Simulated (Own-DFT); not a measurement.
## Calculated data, Hf36O71 (tetragonal hafnia with one neutral oxygen vacancy, atoms displaced)

All values are calculated (Own-DFT development build). A calculation, not a measurement: plane-wave PBE and HSE06 DFT by an unreviewed code, no spin, of a simulated cell at Gamma alone, so results move with cell size and shape, stress positive in tension, energies less offsets, not probed for a lower state with spin; hafnium file: forces about 75 meV/angstrom off all-electron values; oxygen file: force components 24 meV/angstrom off all-electron in a glass; k mesh not checked against a denser one; forces and stress are PBE's, HSE06 gives the energy alone, and its difference from PBE has offsets of its own; offsets are fitted by least squares, one for each functional and potential file, so energies compare only between cells with the same atoms and settings and are not formation energies; the far tail of each file's local potential was reset to the Coulomb form; each entry is a single point on an unrelaxed cell, so the pressure reflects the starting lattice, taken from the Materials Project, from which strain is counted, and rises with the displacements; printed positions are rounded, which can move forces by about a meV/angstrom; the program is a retired in-house code; no spin-orbit coupling.

Entry: Hf36O71 (tetragonal hafnia with one neutral oxygen vacancy, atoms displaced)

```
CELL_PARAMETERS angstrom
10.78000 0.00000 0.00000
0.00000 10.78000 0.00000
0.00000 0.00000 10.44930
ATOMIC_POSITIONS crystal
Hf 0.01709 0.00557 0.01182
Hf 0.15629 0.17266 0.23265
O 0.98961 0.16399 0.15132
O 0.16337 0.00490 0.35101
O 0.00373 0.15645 0.39930
O 0.17140 0.99994 0.08363
Hf 0.99630 0.00546 0.49775
Hf 0.15970 0.17453 0.75391
O 0.00008 0.17573 0.65246
O 0.17119 0.00837 0.83028
O 0.99794 0.16710 0.90438
O 0.17269 0.00534 0.59501
Hf 0.00301 0.32385 0.99674
Hf 0.16584 0.50713 0.24584
O 0.98995 0.48771 0.15304
O 0.16771 0.33779 0.34785
O 0.99772 0.49729 0.40698
O 0.16532 0.33982 0.08936
Hf 0.99332 0.32571 0.50846
Hf 0.16649 0.49371 0.76127
O 0.01102 0.49160 0.64249
O 0.16133 0.33972 0.84181
O 0.98976 0.49915 0.90453
O 0.16827 0.32583 0.60198
Hf 0.98947 0.65834 0.00588
Hf 0.17227 0.83933 0.24504
O 0.99969 0.83763 0.16392
O 0.15599 0.66921 0.33769
O 0.00353 0.83950 0.39722
O 0.16077 0.67394 0.08523
Hf 0.98964 0.66034 0.49361
Hf 0.15950 0.83394 0.77051
O 0.99617 0.83330 0.66331
O 0.16759 0.66915 0.83936
O 0.99226 0.82207 0.90643
O 0.16868 0.67339 0.59455
Hf 0.33695 0.00353 0.99425
Hf 0.51328 0.17371 0.25065
O 0.33340 0.16346 0.14685
O 0.50676 0.99251 0.34906
O 0.33136 0.15934 0.40636
O 0.51243 0.99994 0.09745
Hf 0.33449 0.01003 0.50311
Hf 0.51265 0.17293 0.75729
O 0.33437 0.16480 0.65551
O 0.50676 0.00957 0.83862
O 0.32873 0.16732 0.90784
O 0.50929 0.01169 0.59699
Hf 0.32908 0.31966 0.00161
Hf 0.49879 0.50237 0.24272
O 0.33037 0.50806 0.15651
O 0.50785 0.32936 0.34297
O 0.32161 0.50754 0.39861
O 0.50635 0.33379 0.09318
Hf 0.33950 0.33627 0.50146
Hf 0.50118 0.50167 0.74712
O 0.33507 0.50170 0.65070
O 0.49783 0.33604 0.85233
O 0.33121 0.50413 0.90218
O 0.52162 0.33836 0.58944
Hf 0.32308 0.66544 0.00021
Hf 0.50114 0.82719 0.26332
O 0.33037 0.82404 0.15557
O 0.50347 0.66637 0.33910
O 0.32405 0.83875 0.41277
O 0.49505 0.66194 0.10067
Hf 0.34198 0.66987 0.50194
Hf 0.49736 0.84096 0.73827
O 0.33095 0.82742 0.65424
O 0.50300 0.67960 0.84913
O 0.32931 0.83109 0.88577
O 0.49045 0.66791 0.59416
Hf 0.65401 0.99098 0.00189
Hf 0.82884 0.17212 0.25936
O 0.67776 0.15512 0.15858
O 0.84135 0.01216 0.33540
O 0.66948 0.16469 0.39883
O 0.83254 0.99337 0.09126
Hf 0.67769 0.00156 0.50321
Hf 0.82974 0.16029 0.74831
O 0.67220 0.14852 0.66505
O 0.82801 0.00620 0.83605
O 0.66460 0.16064 0.91103
O 0.83292 0.99904 0.59925
Hf 0.65935 0.31907 0.01529
Hf 0.83631 0.49722 0.24161
O 0.66973 0.49371 0.15158
O 0.83459 0.33674 0.34614
O 0.66301 0.50187 0.40602
O 0.83323 0.34189 0.10628
Hf 0.66617 0.33588 0.49296
Hf 0.81773 0.50157 0.75095
O 0.67221 0.50427 0.65078
O 0.83925 0.33427 0.85604
O 0.67558 0.50122 0.89881
O 0.83192 0.33522 0.57859
Hf 0.68078 0.65135 0.99086
Hf 0.82915 0.84611 0.25327
O 0.66456 0.83315 0.15296
O 0.82417 0.66058 0.36163
O 0.67257 0.83082 0.39801
O 0.83198 0.66715 0.09515
Hf 0.67277 0.65830 0.50135
Hf 0.82619 0.83009 0.73693
O 0.67338 0.83187 0.65668
O 0.66806 0.82457 0.89322
O 0.82904 0.66209 0.58320
```

| Item | Value |
| --- | --- |
| first functional | PBE |
| second functional | HSE06 |
| exact exchange share | 0.25 |
| screening | 0.11 1/bohr |
| exchange divergence | Gygi-Baldereschi |
| potential files | PseudoDojo norm-conserving, scalar-relativistic, made for PBE, standard set |
| wave cutoff | 48 hartree |
| occupations | fixed |
| k mesh | 1 x 1 x 1 centred on Gamma |
| PBE energy of cell above offsets | -87.701 eV |
| HSE06 less PBE above offsets | 0.572 eV |
| PBE pressure | 6.63 GPa |
| PBE stress xx | -8.39 GPa |
| PBE stress yy | -4.12 GPa |
| PBE stress zz | -7.37 GPa |
| PBE stress yz | -0.99 GPa |
| PBE stress xz | -0.46 GPa |
| PBE stress xy | 0.04 GPa |

Force:
```
element  x (eV/Å)  y (eV/Å)  z (eV/Å)
     Hf    -7.727    -2.379    -3.091
     Hf     1.632    -0.035     4.838
      O     1.533     0.107    -1.074
      O     0.372     0.492    -2.649
      O    -0.418     3.095    -0.506
      O     3.006     0.258     2.452
     Hf     3.327     -2.89      0.49
     Hf     1.182    -0.674    -3.454
      O    -1.141    -0.517    -0.009
      O    -0.335    -0.199     3.283
      O     1.273    -1.227    -0.286
      O    -2.036      0.31    -0.124
     Hf    -3.619     2.858    -0.135
     Hf     -0.66    -0.096     2.144
      O     3.204     1.178    -0.853
      O     0.095    -1.278    -1.454
      O    -0.103    -0.542    -1.127
      O     0.405    -1.072     0.754
     Hf     3.472     1.699    -1.641
     Hf    -0.343     4.628    -4.139
      O     -1.72     0.241     1.611
      O     0.165    -2.927      3.31
      O     0.788     0.092    -0.084
      O     1.198         0    -0.669
     Hf     1.472     1.063    -1.646
     Hf    -1.868     -0.68     3.293
      O     0.343     0.392    -1.298
      O     0.049     0.135    -0.774
      O    -1.388    -0.272     1.554
      O     -0.67    -0.823     1.129
     Hf     3.957     0.975     0.042
     Hf     0.012    -0.905    -4.756
      O     0.032     0.166    -0.982
      O     0.058    -2.314     1.798
      O     0.588     1.423     0.736
      O    -0.469    -0.432    -0.856
     Hf     1.705    -2.014    -0.373
     Hf    -1.674    -3.652      0.73
      O     0.322     0.606     0.202
      O    -0.037      1.95    -0.346
      O         1     3.607    -1.306
      O    -5.474      0.65     1.114
     Hf    -0.435    -2.047     1.095
     Hf    -1.474    -0.775    -1.843
      O     1.343     1.141     1.021
      O    -1.029     -1.55     1.741
      O    -0.049     -0.38    -1.117
      O    -0.167    -0.947    -0.251
     Hf     1.299     3.127     0.024
     Hf     0.125     1.798    -0.087
      O     0.065    -0.872     -0.86
      O    -0.612     1.235     0.346
      O     1.303     -1.52     0.346
      O    -3.894    -0.547     2.214
     Hf    -2.468    -0.386    -0.056
     Hf    -1.232     2.075     1.066
      O     0.701    -1.377      0.38
      O     0.154     0.397    -0.272
      O     0.072    -1.669     0.284
      O    -4.043    -0.312     2.429
     Hf     2.618     0.735    -0.787
     Hf     0.369     1.338    -2.569
      O     1.566     0.994    -1.073
      O    -0.277    -1.607     2.025
      O     0.887    -0.639    -1.434
      O     0.701    -0.726    -0.721
     Hf    -5.411      0.94    -0.276
     Hf    -0.745    -1.108     0.954
      O     0.803     0.898     0.146
      O    -0.222    -2.434    -1.281
      O     0.282     1.782     2.893
      O     4.339    -0.308     1.443
     Hf     5.786    -2.235    -2.365
     Hf     1.396     1.476    -1.109
      O    -2.245     1.483    -1.247
      O    -0.755    -2.202     2.508
      O    -0.141     0.386     0.564
      O     0.499    -0.221    -0.086
     Hf    -3.002    -0.988    -0.926
     Hf     2.098     1.185     1.856
      O    -1.004     1.322    -1.741
      O     0.332    -1.697     0.387
      O    -0.561     1.432    -0.098
      O      1.06     0.231    -0.736
     Hf     5.413     1.167    -2.801
     Hf    -0.942     0.451     2.471
      O    -1.178     0.289     -0.26
      O     -0.16    -0.263     0.288
      O    -0.731    -1.279    -0.747
      O    -0.489    -1.588    -1.131
     Hf     2.757     0.319    -2.155
     Hf     4.424    -0.558     1.638
      O    -2.549     0.134    -0.711
      O    -0.718    -0.818     -1.54
      O    -0.352    -2.816    -1.101
      O     -2.21    -0.385     2.638
     Hf    -3.508     4.227     0.803
     Hf     0.271    -1.301    -0.957
      O    -0.125     0.064     0.311
      O     0.722     0.553     -2.51
      O      0.14     0.794     1.276
      O     0.002    -0.301     1.211
     Hf    -1.879     1.638    -1.676
     Hf     3.007     0.336     4.426
      O    -3.463     0.056    -3.201
      O     0.797       0.7     1.187
      O     1.241     0.153     3.911
```
